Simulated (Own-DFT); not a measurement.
# Point defects and the pressure they add: C11b WSi2

Source: density functional calculations with Own-DFT, an unreviewed in-house program that is no longer used. Nothing was measured or relaxed, and spin and spin-orbit coupling are left out.

All runs used: PBE; PseudoDojo norm-conserving scalar-relativistic files; cutoff 50 hartree; 5 x 5 x 5 k mesh centred on Gamma; cold (Marzari-Vanderbilt) smearing of 0.2 eV.

Known weak points: forces on such cells failed a check on a denser k mesh; stress not checked against mesh or cutoff.

All runs share one cell, with vectors in Å (-2.148, -5.953, 3.409); (-6.444, 2.976, 1.136); (-2.553, -2.948, -6.757) and a volume of 403.2 Å³. The atoms are randomly displaced, by u rms on each axis. The defect's site can differ from row to row.

```
cell,formula,u (Å),P (GPa)
no defect,Si20W10,0.0194,4.41
no defect,Si20W10,0.0414,5.30
no defect,Si20W10,0.0456,5.92
one Si vacancy,Si19W10,0.0290,3.44
one Si vacancy,Si19W10,0.0302,3.14
one Si vacancy,Si19W10,0.0515,4.11
one W on a Si site,Si19W11,0.0291,10.02
one W on a Si site,Si19W11,0.0295,9.63
one W on a Si site,Si19W11,0.0502,11.21
one Si on a W site,Si21W9,0.0266,5.88
one Si on a W site,Si21W9,0.0292,6.17
one Si on a W site,Si21W9,0.0486,7.01
one Si on a W site,Si21W9,0.0502,?
```

## What the rows give

P = P0 + c u² + a shift for each defect gives P0 = 4.27 GPa, c = 678 ± 89 GPa/Å² and a scatter of 0.24 GPa. The shifts, and each times the cell's volume:

- one W on a Si site: 5.06 ± 0.20 GPa, 12.7 eV
- one Si on a W site: 1.20 ± 0.20 GPa, 3.0 eV
- one Si vacancy: -1.70 ± 0.20 GPa, -4.3 eV

Against the defect-free cell, a freed cell would be larger where the shift is positive and smaller where it is negative (160.2 GPa Å³ is 1 eV). The atoms around the defects weren't relaxed, which would change these numbers.

## Test on the hidden row

Q: what pressure belongs in the blank (one Si on a W site, u = 0.0502 Å)?

The fit gives 7.18 ± 0.30 GPa. The hidden result is 7.53 GPa.
